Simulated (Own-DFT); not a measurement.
AlGa3N4 (wurtzite random alloy, strained, atoms displaced) (calculated)

Computed with Own-DFT development build. A calculation, not a measurement: plane-wave PBE density functional theory by an unreviewed code, no spin, of a simulated periodic cell, stress positive in tension, free energy of the whole cell less one offset for each atom, forces on such cells passed a denser k mesh, this cell's mesh not checked; offsets are fitted by least squares, one for each functional and potential file, so energies compare only between cells with the same atoms and settings and are not formation energies; the far tail of each file's local potential was reset to the Coulomb form; each entry is a single point on an unrelaxed cell, so the pressure reflects the starting lattice, mostly measured values, from which strain is counted, and rises with the displacements; printed positions are rounded, which can move forces by about a meV/angstrom; the program is a retired in-house code; no spin-orbit coupling.

Common to all runs: functional PBE; potential files PseudoDojo norm-conserving, scalar-relativistic, standard set with the stringent files for Ga; wave cutoff 96 hartree; occupations Gaussian; smearing width 0.01 eV; k mesh 4 x 4 x 3 centred on Gamma.

(1) AlGa3N4 (wurtzite random alloy, strained, atoms displaced)

```
AlGa3N4
1.0
      9.4142     0.0000     0.0000
     -4.7071     8.1529     0.0000
      0.0000     0.0000    10.2685
Ga N Ga N Ga N Ga N Ga N Al Ga N Ga N Ga Al N Ga N Ga N Ga N Al Ga N Ga N Ga Al N Ga Al N Al N Ga Al N Ga Al N
2 2 2 2 2 2 2 2 2 2 1 1 2 2 2 1 1 2 2 2 2 2 2 2 1 1 2 2 2 1 1 2 1 1 2 2 2 1 1 2 1 1 2
Direct
  0.10657 0.22485 0.00440
  0.21879 0.10063 0.25431
  0.11394 0.22455 0.19526
  0.22370 0.12045 0.44020
  0.10519 0.22555 0.50319
  0.22426 0.11055 0.75263
  0.11642 0.22711 0.70475
  0.21783 0.11079 0.94300
  0.10964 0.55649 0.99942
  0.21430 0.43101 0.24682
  0.11091 0.55968 0.18690
  0.22527 0.44645 0.44284
  0.11183 0.56944 0.50089
  0.23951 0.45179 0.74657
  0.10490 0.55209 0.68728
  0.23482 0.45668 0.94128
  0.11735 0.88427 0.99613
  0.22552 0.77376 0.25052
  0.11771 0.89249 0.19412
  0.22263 0.78124 0.44165
  0.11788 0.89078 0.50061
  0.21183 0.77029 0.75065
  0.11240 0.88973 0.69037
  0.23085 0.77701 0.93947
  0.42716 0.20536 0.99620
  0.54883 0.10876 0.25081
  0.43864 0.21138 0.18806
  0.55377 0.12193 0.43843
  0.44059 0.22119 0.50054
  0.54143 0.10682 0.74356
  0.43929 0.21809 0.69632
  0.55703 0.11912 0.93800
  0.44745 0.56815 0.99697
  0.56011 0.45104 0.25134
  0.44075 0.55227 0.18558
  0.54989 0.44139 0.43002
  0.42968 0.54294 0.50317
  0.55824 0.44378 0.74827
  0.44768 0.55320 0.69325
  0.55477 0.44378 0.94374
  0.43929 0.89248 0.00442
  0.55083 0.78286 0.24692
  0.45041 0.89845 0.18828
  0.55892 0.78177 0.43935
  0.44983 0.89530 0.49654
  0.55648 0.77099 0.75100
  0.45084 0.89271 0.69389
  0.55814 0.78479 0.94363
  0.79147 0.23474 0.00098
  0.88088 0.09698 0.24996
  0.78420 0.23078 0.18679
  0.89629 0.11035 0.44694
  0.77870 0.22916 0.50167
  0.89302 0.10853 0.74911
  0.77593 0.21568 0.68989
  0.88765 0.09963 0.93134
  0.78941 0.55953 0.99676
  0.89234 0.44779 0.24878
  0.76807 0.55628 0.18314
  0.88495 0.44427 0.44376
  0.78529 0.55996 0.49921
  0.88595 0.44838 0.75436
  0.77637 0.56142 0.68838
  0.89120 0.44314 0.94329
  0.77035 0.87175 0.00168
  0.88209 0.77261 0.24639
  0.78090 0.88781 0.19149
  0.89145 0.77544 0.43439
  0.77962 0.89195 0.50750
  0.88043 0.77353 0.74382
  0.77383 0.88921 0.68150
  0.89070 0.78115 0.93862
```

```
free energy of cell above offsets : -8.037 eV
pressure                          : 11.32 GPa
stress xx                         : -12.33 GPa
stress yy                         : -14.03 GPa
stress zz                         : -7.6 GPa
stress yz                         : -0.83 GPa
stress xz                         : -0.37 GPa
stress xy                         : -0.9 GPa
```

Force:
```tsv
element	x (eV/Å)	y (eV/Å)	z (eV/Å)
Ga	0.495	-0.055	-0.565
Ga	-0.053	2.284	0.062
N	-0.58	-2.963	-1.184
N	-0.247	-2.083	0.905
Ga	1.749	0.499	1.208
Ga	-1.151	-0.253	0.719
N	-0.758	-0.705	-1.863
N	-1.249	-1.142	-0.846
Ga	1.44	-0.003	0.151
Ga	0.397	3.185	1.159
N	-0.285	-1.18	0.662
N	-2.856	-0.389	-1.007
Ga	0.766	-2.193	0.183
Ga	-3.199	-1.147	1.794
N	-0.077	-0.395	0.83
N	-1.878	-1.537	-0.796
Ga	-1.248	0.844	1.08
Ga	-0.551	0.916	0.317
N	-1.25	-2.915	-1.197
N	0.973	1.721	-0.33
Al	-1.54	0.75	-0.169
Ga	1.608	0.863	-0.157
N	-1.409	-0.779	-0.96
N	-1.604	-0.555	-0.619
Ga	1.815	2.898	1.501
Ga	0.916	2.039	-0.003
N	-0.696	1.444	-0.131
N	1.497	-2.129	0.289
Ga	-0.504	1.046	0.401
Al	2.728	0.426	1.831
N	0.703	0.798	-1.644
N	0.833	-0.883	-1.1
Ga	1.698	-1.535	1.195
Ga	-1.36	-1.869	-1.477
N	-0.495	0.9	0.548
N	1.19	1.046	2.949
Ga	2.677	2.323	-0.44
Ga	-0.023	-0.7	1.882
N	1.024	0.793	-1.552
N	0.3	0.231	-0.978
Ga	1.973	1.592	-0.958
Ga	1.34	-1.552	0.92
N	-0.524	-1.535	0.139
N	-1.158	-0.125	0.1
Al	0.235	-0.204	1.023
Ga	-0.855	1.717	0.445
N	-1.023	-0.992	-1.659
N	-0.693	0.128	-1.154
Ga	-0.779	-3.721	-0.265
Ga	0.07	2.734	0.873
N	0.135	-0.416	1.214
N	-2.459	-0.126	-1.565
Ga	0.515	-1.36	0.495
Al	-0.981	0.387	0.137
N	-0.727	1.051	0.971
N	-0.585	0.791	0.858
Ga	-2.435	-0.783	0.413
Al	-0.938	-0.012	0.39
N	3.06	0.769	0.816
N	0.209	1.324	-1.89
Al	-1.718	-0.298	-0.319
Al	0.579	-1.436	-0.807
N	1.532	-0.623	-0.738
N	0.193	1.633	-2.511
Ga	-0.006	2.494	0.421
Al	1.193	0.4	0.712
N	-0.186	-1.605	-0.625
N	0.613	0.215	0.406
Ga	0.205	-0.966	-2.781
Al	0.555	1.688	0.808
N	1.578	0.015	3.326
N	1.288	-0.782	-1.845
```

(2) AlGa3N4 (wurtzite random alloy, strained, atoms displaced)

```
AlGa3N4
1.0
      9.4142     0.0000     0.0000
     -4.7071     8.1529     0.0000
      0.0000     0.0000    10.2685
Ga N Ga N Al Ga N Ga Al N Ga Al N Ga N Ga Al N Ga N Al Ga N Ga Al N Ga N Al Ga N Ga Al N Ga N Ga Al N Ga N Ga N Ga N
2 2 2 2 1 1 2 1 1 2 1 1 2 2 2 1 1 2 2 2 1 1 2 1 1 2 2 2 1 1 2 1 1 2 2 2 1 1 2 2 2 2 2 2 2
Direct
  0.11347 0.21291 0.00491
  0.21707 0.10867 0.24916
  0.11455 0.22935 0.19247
  0.22708 0.11118 0.43173
  0.12037 0.22723 0.51398
  0.21074 0.10540 0.74539
  0.11023 0.22199 0.68712
  0.22976 0.10873 0.94542
  0.11544 0.55763 0.00967
  0.23216 0.44085 0.25562
  0.11062 0.55696 0.19453
  0.22963 0.44993 0.43840
  0.10804 0.55645 0.49526
  0.21250 0.43225 0.75164
  0.11235 0.55401 0.67816
  0.20490 0.43109 0.94620
  0.11221 0.89495 0.99806
  0.23081 0.77986 0.25602
  0.10979 0.89053 0.19726
  0.22094 0.77265 0.43990
  0.11767 0.88767 0.49623
  0.21972 0.78300 0.74654
  0.11874 0.89407 0.69318
  0.21904 0.77455 0.93642
  0.44637 0.22041 0.00349
  0.54921 0.10231 0.25538
  0.45279 0.21612 0.19116
  0.55935 0.11582 0.43103
  0.44534 0.22704 0.50711
  0.55454 0.10777 0.74411
  0.45539 0.21721 0.69489
  0.55435 0.11222 0.93702
  0.44496 0.56238 0.99951
  0.55383 0.44745 0.25529
  0.44385 0.54872 0.18548
  0.55718 0.45086 0.43821
  0.43714 0.55234 0.50446
  0.55236 0.44815 0.75337
  0.44245 0.55240 0.68883
  0.54534 0.43689 0.93399
  0.44367 0.88533 0.00528
  0.55491 0.77997 0.24759
  0.44472 0.89330 0.19240
  0.54973 0.77385 0.44248
  0.43027 0.88577 0.49693
  0.56031 0.76980 0.74150
  0.44293 0.88751 0.69084
  0.55475 0.78069 0.93165
  0.77429 0.22420 0.00013
  0.88191 0.10147 0.24761
  0.77456 0.22788 0.19325
  0.87933 0.10472 0.43343
  0.76670 0.21882 0.49996
  0.88955 0.11100 0.74324
  0.77183 0.21725 0.68600
  0.88543 0.10239 0.94252
  0.77812 0.55497 0.99872
  0.88649 0.44756 0.24901
  0.79505 0.56560 0.18734
  0.88558 0.44362 0.44650
  0.78912 0.55829 0.49815
  0.88588 0.44650 0.75077
  0.78231 0.55477 0.68583
  0.88879 0.43754 0.94232
  0.77704 0.88934 0.99601
  0.88642 0.78285 0.25158
  0.77266 0.88633 0.19009
  0.89110 0.78264 0.43883
  0.78385 0.89400 0.49764
  0.88428 0.77552 0.74055
  0.77627 0.89052 0.68553
  0.89531 0.78429 0.93403
```

```
free energy of cell above offsets : -8.661 eV
pressure                          : 11.09 GPa
stress xx                         : -11.26 GPa
stress yy                         : -13.2 GPa
stress zz                         : -8.82 GPa
stress yz                         : 0 GPa
stress xz                         : -0.69 GPa
stress xy                         : 1 GPa
```

Force:
```tsv
element	x (eV/Å)	y (eV/Å)	z (eV/Å)
Ga	-1.031	0.275	0.173
Ga	1.003	1.08	-0.463
N	-0.962	-2.282	-0.054
N	-0.529	0.363	2.31
Ga	-0.894	-0.628	-4.844
Ga	2.436	1.43	2.041
N	0.096	0.392	1.997
N	-1.226	0.719	-1.843
Al	-0.881	-0.483	-0.712
Ga	-1.883	0.669	-0.574
N	0.388	0.591	0.129
N	-1.406	-1.489	0.532
Ga	0.654	-1.298	0.237
Al	-0.381	2.466	0.985
N	0.42	-0.505	2.123
N	1.388	2.14	-1.598
Ga	0.824	-1.75	1.262
Al	-1.771	-0.684	-1.075
N	1.323	-0.984	-0.971
N	0.125	0.952	-1.244
Ga	-1.244	0.726	0.382
Ga	2.021	-1.735	1.098
N	-1.956	-0.925	-2.093
N	0.185	-0.69	0.939
Ga	0.586	0.25	0.366
Al	0.874	2.109	-1.15
N	-1.363	0.68	0.215
N	-1.868	-2.116	1.361
Ga	0.681	-0.047	-0.961
Ga	1.365	-1.257	2.145
N	-4.035	2.546	-1.005
N	0.498	-0.913	-0.047
Al	-0.063	-1.43	-0.533
Ga	1.883	-0.937	-0.997
N	-0.099	1.683	-1.149
N	0.444	-0.29	1.026
Ga	1.54	1.198	-0.365
Al	1.318	-1.131	-0.668
N	-0.408	-1.981	1.01
N	-0.209	1.991	0.433
Ga	-0.732	0.939	-1.424
Ga	-0.058	-1.086	1.332
N	-0.267	-0.878	0.134
N	-0.667	1.047	-0.359
Al	2.814	0.956	1.125
Ga	-2.21	1.267	0.806
N	0.34	-0.724	-1.994
N	0.321	-1.462	0.91
Ga	0.553	-1.287	0.837
Al	-0.326	2.315	0.219
N	0.737	-1.179	0.322
N	1.056	1.822	-0.024
Ga	1.723	0.167	-0.203
Ga	-1.357	-0.19	1.741
N	1.072	0.863	0.262
N	0.109	1.867	-1.18
Ga	-0.106	0.175	-0.112
Al	1.054	-0.641	0.67
N	-1.724	-0.871	0.237
N	1.047	-0.644	-2.683
Ga	-2.368	0.468	0.242
Ga	1.545	-0.783	0.329
N	-2.25	-0.098	0.474
N	0.377	2.152	-0.579
Ga	0.081	-1.184	0.488
Ga	0.862	-0.452	-0.092
N	0.117	0.794	-0.822
N	0.753	-0.395	0.365
Ga	-1.327	-1.006	-0.012
Ga	0.746	0.425	1.162
N	0.988	0.006	-0.321
N	-0.745	-1.087	-0.27
```

(3) AlGa3N4 (wurtzite random alloy, strained, atoms displaced)

```
AlGa3N4
1.0
      9.4142     0.0000     0.0000
     -4.7071     8.1529     0.0000
      0.0000     0.0000    10.2685
Ga N Ga N Ga N Al Ga N Al Ga N Ga N Ga N Ga Al N Al Ga N Al Ga N Ga Al N Ga N Ga N Ga Al N Ga N Ga N Al Ga N Al Ga N
2 2 2 2 2 2 1 1 2 1 1 2 2 2 2 2 1 1 2 1 1 2 1 1 2 1 1 2 2 2 2 2 1 1 2 2 2 2 2 1 1 2 1 1 2
Direct
  0.09436 0.21334 0.00009
  0.20908 0.10153 0.24077
  0.10624 0.22168 0.18818
  0.21331 0.10649 0.43355
  0.10411 0.21846 0.49320
  0.22416 0.10910 0.74613
  0.11730 0.22071 0.69650
  0.21694 0.10439 0.93484
  0.11414 0.55957 0.00192
  0.22659 0.44492 0.25071
  0.11614 0.56963 0.19267
  0.20919 0.43256 0.43047
  0.10867 0.54707 0.50644
  0.22353 0.44737 0.75120
  0.10612 0.54684 0.69165
  0.22208 0.44664 0.94451
  0.11978 0.89253 0.99417
  0.22049 0.77851 0.25136
  0.10844 0.88144 0.18608
  0.22166 0.77683 0.44143
  0.11661 0.89009 0.50550
  0.22606 0.78403 0.75313
  0.11698 0.89611 0.68646
  0.22652 0.78496 0.94811
  0.45104 0.22634 0.99654
  0.55724 0.11249 0.24253
  0.44515 0.21540 0.17900
  0.56136 0.12047 0.43804
  0.44183 0.22018 0.49838
  0.55870 0.12250 0.75457
  0.44146 0.21591 0.69426
  0.54913 0.10345 0.94594
  0.44289 0.55369 0.99590
  0.54669 0.45125 0.23901
  0.44030 0.55895 0.18968
  0.55212 0.43901 0.43059
  0.44386 0.56515 0.49394
  0.54859 0.43316 0.74576
  0.44433 0.55401 0.68990
  0.55070 0.44591 0.93558
  0.44559 0.88961 0.99944
  0.55451 0.78199 0.24746
  0.44513 0.89390 0.19438
  0.55471 0.78007 0.43536
  0.44434 0.89312 0.49513
  0.54487 0.76467 0.75088
  0.44687 0.88946 0.68413
  0.55463 0.77328 0.93211
  0.78287 0.22446 0.99967
  0.89373 0.11363 0.25269
  0.77566 0.22079 0.19416
  0.90049 0.11156 0.44085
  0.76217 0.21502 0.49204
  0.88740 0.10283 0.73945
  0.77415 0.21926 0.69244
  0.89467 0.10584 0.94216
  0.77467 0.55450 0.99636
  0.88403 0.44378 0.24548
  0.78281 0.55817 0.18414
  0.88935 0.44867 0.44536
  0.77551 0.55553 0.50010
  0.88118 0.43014 0.74977
  0.78016 0.54962 0.69116
  0.89252 0.44557 0.93944
  0.77380 0.89314 0.99930
  0.88190 0.76906 0.25389
  0.77519 0.88827 0.19513
  0.88416 0.78170 0.43849
  0.77000 0.88777 0.49456
  0.88578 0.77202 0.74519
  0.78057 0.88950 0.69702
  0.88476 0.77398 0.93823
```

```
free energy of cell above offsets : -8.687 eV
pressure                          : 11.33 GPa
stress xx                         : -13.02 GPa
stress yy                         : -14.29 GPa
stress zz                         : -6.69 GPa
stress yz                         : -0.6 GPa
stress xz                         : -0.95 GPa
stress xy                         : -0.27 GPa
```

Force:
```tsv
element	x (eV/Å)	y (eV/Å)	z (eV/Å)
Ga	3.953	2.098	0.35
Ga	1.392	0.521	0.591
N	0.613	0.593	-0.436
N	1.259	0.329	0.074
Ga	2.813	0.945	2.458
Ga	-0.859	0.258	1.497
N	-2.066	0.146	-1.45
N	0.322	0.732	0.69
Ga	-0.137	0.123	0.532
Ga	-1.942	-0.109	-0.952
N	0.349	-3.025	-0.794
N	0.828	2.743	2.228
Al	-0.535	0.65	-0.862
Ga	0.082	-1.105	0.748
N	-0.147	1.336	-0.77
N	0.727	-0.263	-0.328
Al	-2.134	-0.681	1.149
Ga	0.119	1.163	0.84
N	-1	0.339	-1.102
N	0.173	-1.299	0.21
Ga	-1.049	-0.342	-1.454
Ga	0.153	-0.841	-0.141
N	-0.219	-1.882	0.675
N	-0.228	-0.733	-1.701
Ga	-1.65	-0.78	-0.12
Ga	-0.755	0.264	1.084
N	-1.624	1.268	1.226
N	-2.604	-2.433	-1.493
Ga	-1.004	0.176	-0.235
Al	0.988	-2.411	0.115
N	1.089	0.03	-1.41
N	1.332	1.884	-2.348
Al	-0.527	0.255	0.468
Ga	2.601	-1.844	0.96
N	-0.006	1.819	-1.812
N	-1.333	1.344	0.833
Al	0.393	-2.081	0.389
Ga	0.242	1.797	0.416
N	0.098	-0.965	-2.347
N	0.005	0.067	0.153
Ga	0.633	-1.03	1.035
Al	-0.031	0.034	0.168
N	1.084	-1.425	-0.681
N	0.293	-0.258	-0.41
Ga	-0.185	-0.025	0.591
Ga	0.561	2.367	-0.658
N	-0.155	1.111	0.968
N	0.14	0.064	2.322
Ga	-0.108	-0.652	0.29
Ga	-0.889	-0.615	0.147
N	1.161	0.361	-1.019
N	-4.464	-2.281	-0.321
Ga	4.022	2.439	1.815
Al	0.157	1.536	1.455
N	0.382	-2.235	-0.619
N	-3.89	-1.328	-2.319
Ga	0.357	0.4	-0.041
Ga	1.052	0.572	1.371
N	-1.605	-0.969	-0.044
N	0.931	-0.568	-0.857
Ga	-0.284	0.111	-0.031
Ga	0.608	1.876	0.514
N	-1.073	-0.194	-0.53
N	-0.424	-0.358	-0.072
Al	1.179	-1.512	0.195
Ga	0.531	1.263	-0.582
N	-0.732	-0.293	-1.575
N	0.096	-0.167	1.058
Al	1.208	0.371	1.084
Ga	0.431	0.419	1.125
N	-1.036	-0.698	-2.53
N	0.337	1.597	0.223
```

(4) AlGa3N4 (wurtzite random alloy, strained, atoms displaced)

```
AlGa3N4
1.0
      9.4142     0.0000     0.0000
     -4.7071     8.1529     0.0000
      0.0000     0.0000    10.2685
Ga N Ga N Ga N Ga Al N Ga N Ga Al N Ga N Al Ga N Ga Al N Ga N Ga N Al N Al Ga N Ga N Al Ga N Ga N Ga N Al Ga N
2 2 2 2 2 2 1 1 2 2 2 1 1 2 2 2 1 1 2 1 1 2 2 2 2 2 2 2 1 1 2 2 2 1 1 2 2 2 2 2 1 1 2
Direct
  0.10847 0.21124 0.00723
  0.22704 0.11347 0.25364
  0.10821 0.22269 0.18913
  0.22596 0.12125 0.43293
  0.10631 0.20957 0.49973
  0.21916 0.10532 0.74857
  0.10120 0.21457 0.68726
  0.21963 0.12079 0.94489
  0.10635 0.54208 0.99665
  0.22472 0.44362 0.25334
  0.10360 0.55751 0.19328
  0.22348 0.45107 0.43847
  0.11521 0.56224 0.50547
  0.22227 0.45521 0.74397
  0.10242 0.55202 0.68134
  0.23269 0.44955 0.93764
  0.11348 0.88924 0.00386
  0.21867 0.78377 0.25032
  0.11365 0.89038 0.19672
  0.21123 0.76678 0.43938
  0.11398 0.88306 0.50305
  0.21083 0.78029 0.74473
  0.10361 0.88400 0.68253
  0.21054 0.77120 0.93932
  0.44451 0.22273 0.00013
  0.55984 0.11368 0.25022
  0.44232 0.21916 0.19497
  0.55696 0.12091 0.42989
  0.44202 0.21986 0.49816
  0.56014 0.11438 0.75314
  0.43688 0.22531 0.69125
  0.55754 0.10263 0.93884
  0.45033 0.54608 0.99806
  0.54756 0.44314 0.25059
  0.43590 0.55233 0.18732
  0.55966 0.44736 0.42927
  0.45264 0.55564 0.50256
  0.55655 0.45054 0.75649
  0.44518 0.56228 0.68997
  0.55588 0.45513 0.94575
  0.44370 0.88792 0.99846
  0.55878 0.78601 0.24840
  0.44549 0.89709 0.19085
  0.55524 0.78258 0.43887
  0.44475 0.89779 0.49828
  0.54954 0.77815 0.75326
  0.44408 0.89266 0.69388
  0.55828 0.78050 0.93589
  0.77846 0.22983 0.99986
  0.88741 0.10593 0.25276
  0.78456 0.22765 0.18547
  0.90287 0.11622 0.44541
  0.78094 0.22498 0.50391
  0.89004 0.11597 0.75615
  0.77682 0.22545 0.68645
  0.89686 0.11221 0.94321
  0.77757 0.55584 0.00031
  0.88789 0.44609 0.24897
  0.77386 0.55586 0.19762
  0.88649 0.44421 0.43477
  0.77994 0.56322 0.49739
  0.88274 0.44461 0.75228
  0.77722 0.55520 0.68989
  0.90010 0.45291 0.93842
  0.78694 0.89323 0.99849
  0.88823 0.78157 0.25048
  0.78274 0.88548 0.18937
  0.89505 0.78113 0.43344
  0.77588 0.88557 0.50037
  0.88298 0.77646 0.74656
  0.77284 0.88057 0.69000
  0.89580 0.78571 0.93583
```

```
free energy of cell above offsets : -8.331 eV
pressure                          : 11.25 GPa
stress xx                         : -14.28 GPa
stress yy                         : -9.83 GPa
stress zz                         : -9.65 GPa
stress yz                         : -0.43 GPa
stress xz                         : 0.58 GPa
stress xy                         : 0.48 GPa
```

Force:
```tsv
element	x (eV/Å)	y (eV/Å)	z (eV/Å)
Ga	-1.37	2.976	0.05
Ga	-1.188	-0.163	-0.978
N	0.588	-0.389	0.802
N	1.962	-1.412	1.913
Ga	1.22	3.255	1.159
Ga	-1.265	0.664	0.824
N	1.148	1.896	0.544
N	3.164	-2.126	-1.71
Ga	1.946	2.075	1.973
Ga	-1.813	0.345	0.003
N	1.704	0.244	-1.225
N	0.894	-0.856	0.995
Ga	-0.293	-2.627	-2.106
Al	0.58	-1.642	0.727
N	0.646	1.18	3.012
N	-0.896	-1.198	-1.534
Ga	-0.136	0.351	0.378
Ga	1.621	-1.628	0.255
N	-1.378	0.796	-1.456
N	1.923	3.295	-0.205
Ga	-1.075	1.246	-1.677
Al	1.701	-0.78	1.186
N	0.551	0.298	1.353
N	1.165	0.573	-1.519
Ga	0.197	-0.31	0.667
Ga	0.244	0.792	-0.99
N	0.452	1.694	-1.408
N	-0.06	-1.371	2.856
Al	-0.11	1.352	0.042
Ga	-1.049	-0.12	-0.472
N	1.495	0.118	-1.118
N	-0.228	2.698	0.333
Ga	-4.991	3.545	1.99
Al	0.582	0.398	-0.683
N	1.94	0.771	0.102
N	-0.349	-1.106	1.492
Ga	-1.315	0.035	-0.687
Ga	-0.494	-0.366	-0.755
N	-0.467	-0.235	0.439
N	5.639	-2.76	-1.787
Ga	-0.37	-1.572	0.478
Ga	-0.254	-1.28	0.03
N	0.17	-1.001	-0.608
N	0.153	0.965	0.515
Al	0.288	-0.802	0.12
Al	0.654	0.462	-0.339
N	-0.838	-0.994	-1.413
N	0.364	-0.331	0.124
Al	1.135	-0.911	0.308
Ga	-0.091	0.978	0.233
N	-0.345	-0.998	-0.737
N	-3.846	-2.857	-1.37
Ga	0.176	0.267	-1.373
Ga	-0.117	-1.132	-0.474
N	0.185	-0.314	1.085
N	-2.607	0.98	-0.389
Al	0.524	1.138	0.986
Ga	-0.203	-0.02	0.706
N	-1.058	-0.403	-2.454
N	0.224	0.199	1.209
Ga	0.551	-1.172	-0.266
Ga	0.816	0.124	-0.459
N	-0.712	-0.157	-0.377
N	-3.633	-2.197	-0.062
Ga	-1.289	-0.744	0.207
Ga	1.349	-1.104	0.077
N	-1.682	0.865	-0.729
N	-1.365	0.788	1.638
Al	0.216	0.615	0.207
Ga	0.432	0.103	0.865
N	-1.797	0.981	-0.962
N	0.086	-1.984	0.44
```
